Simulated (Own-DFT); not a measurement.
# Strain and stress in wurtzite GaN, 72 atoms (Ga36N36)

These are calculations, not measurements. They come from Own-DFT, an in-house plane-wave density functional program, since retired, whose code no person has reviewed. Each row is one single-point run on a periodic cell that was not relaxed, without spin or spin-orbit coupling.

Settings of every run: PBE; PseudoDojo norm-conserving scalar-relativistic files; cutoff 42 hartree; 4 x 4 x 3 k mesh centred on Gamma; Fermi-Dirac smearing of 0.1 eV.

Known limits: forces not confirmed at this smearing and k mesh; stress not checked against mesh or cutoff.

Unstrained cell vectors in Å: (9.567, 0.000, 0.000); (-4.783, 8.285, 0.000); (0.000, 0.000, 10.370). The unstrained cell has measured lattice constants (interpolated for alloys), not those of this functional. That, the random moves and any unrelaxed bonds set the pressure at no strain. Each run strains this cell uniformly, with the atoms carried along. Every atom was also moved at random, by a Gaussian of width 0.05 Å on each axis. Strain is the symmetric tensor, in per cent. Stress is positive in tension, and the pressure is minus a third of its trace.

| run | e_xx (%) | e_yy (%) | e_zz (%) | e_yz (%) | e_xz (%) | e_xy (%) | s_xx (GPa) | s_yy (GPa) | s_zz (GPa) | s_yz (GPa) | s_xz (GPa) | s_xy (GPa) | P (GPa) | E (meV/atom) |
|---|---|---|---|---|---|---|---|---|---|---|---|---|---|---|
| 1 | -1.31 | 0.95 | 1.80 | -0.40 | -0.05 | 1.96 | -11.18 | -3.44 | -0.85 | -0.69 | -0.14 | 7.03 | 5.15 | 0.0 |
| 2 | 1.75 | -1.39 | -1.92 | -1.65 | -1.41 | 1.04 | -3.44 | -12.66 | -17.59 | -3.71 | -3.15 | 2.97 | 11.23 | 23.8 |
| 3 | 1.53 | -1.28 | -1.04 | -1.54 | 0.13 | 0.36 | -3.80 | -10.69 | -14.12 | -3.59 | 1.09 | 1.68 | 9.54 | 15.7 |
| 4 | 0.11 | -0.58 | -0.23 | -0.10 | 1.08 | -0.92 | -6.92 | -10.60 | -9.45 | -1.42 | 2.29 | -3.33 | 8.99 | 8.5 |
| 5 | 1.56 | 1.01 | -1.09 | 1.10 | -1.58 | -0.47 | -0.79 | -2.72 | -12.76 | 2.54 | -4.00 | -0.22 | 5.42 | 8.3 |
| 6 | -1.94 | -0.81 | -1.82 | 1.82 | -0.69 | -0.59 | -21.57 | -14.51 | -18.09 | 4.28 | -1.84 | -2.40 | 18.05 | 51.1 |
| 7 | 1.43 | -0.21 | 0.21 | -1.69 | 0.09 | -1.28 | -1.98 | -7.54 | -6.42 | -3.81 | 0.17 | -3.77 | 5.32 | 7.0 |
| 8 | 1.23 | -0.74 | 1.10 | 1.04 | -1.26 | 1.31 | -3.01 | -9.67 | -2.52 | 1.46 | -2.50 | 4.82 | 5.07 | 2.3 |
| 9 | -0.65 | -1.25 | -0.45 | 1.10 | 1.05 | -0.29 | -11.27 | -12.97 | -12.51 | 1.79 | 2.79 | -0.43 | 12.25 | 9.9 |
| 10 | -0.19 | -1.41 | -0.45 | 1.34 | 0.99 | -0.19 | -11.38 | -15.01 | -10.54 | 3.93 | 2.00 | -1.66 | 12.31 | 23.6 |
| 11 | 1.14 | -0.76 | 1.85 | -1.66 | -0.24 | -0.44 | -2.62 | -10.28 | 0.52 | -4.30 | -0.41 | -1.16 | 4.13 | 3.2 |
| 12 | -0.96 | -1.61 | 0.12 | -1.47 | -1.92 | -0.69 | -13.64 | -14.05 | -9.67 | -2.11 | -4.24 | -2.98 | 12.45 | 13.1 |
| 13 | -1.65 | 1.89 | -1.05 | 0.40 | 1.65 | -0.13 | -12.38 | -2.89 | -12.43 | 0.91 | 3.19 | -0.91 | 9.23 | 11.4 |
| 14 | -1.35 | -1.34 | -0.16 | 1.11 | 0.70 | 1.07 | -16.27 | -15.32 | -10.48 | 2.69 | 1.50 | 4.29 | 14.02 | 21.6 |
| 15 | 1.38 | -0.02 | -0.92 | 0.14 | -1.23 | 0.46 | -2.10 | -6.75 | -11.75 | 0.79 | -2.50 | 2.12 | 6.87 | 0.1 |
| 16 | -1.20 | -1.65 | -1.10 | -1.59 | -1.36 | 0.52 | ? | ? | ? | ? | ? | ? | ? | ? |

E is the free energy for each atom above the lowest run shown.

## Worked fit

Each stress component was fitted by least squares to a constant and the strains of the runs shown, as fractions, with shears doubled. Shear strains stay in the fit of a normal stress only where such slopes are resolved. The slopes, in GPa:

```
stress  at no strain  per e_xx  per e_yy  per e_zz  scatter
  s_xx          -7.8  450 ± 22  147 ± 28   87 ± 25     1.09
  s_yy          -7.9   98 ± 18  401 ± 24   42 ± 21     0.92
  s_zz          -8.4   48 ± 13   61 ± 17  468 ± 15     0.66
```

Each shear stress against twice its own strain: yz 107 ± 9, xz 115 ± 4, xy 171 ± 10 GPa. These are stiffnesses along x, y and z of the frame in which the cell vectors are given, which need not be the crystal's axes. The atoms are held to the strained lattice; where symmetry lets them move under strain, relaxing them would lower some slopes. The table should be nearly symmetric about its diagonal, and what it lacks of that shows the noise. A ninth of its sum, 200 ± 6 GPa, estimates the bulk modulus near the mean pressure of these runs, 9.3 GPa, so it lies above the value at zero pressure.

## Withheld run

Question: what normal stresses and pressure should run 16 give?

The fit gives s_xx = -16.6, s_yy = -16.2, s_zz = -15.1 and P = 16.0 GPa. The calculation gave -16.35, -17.67, -15.97 and P = 16.66 GPa.
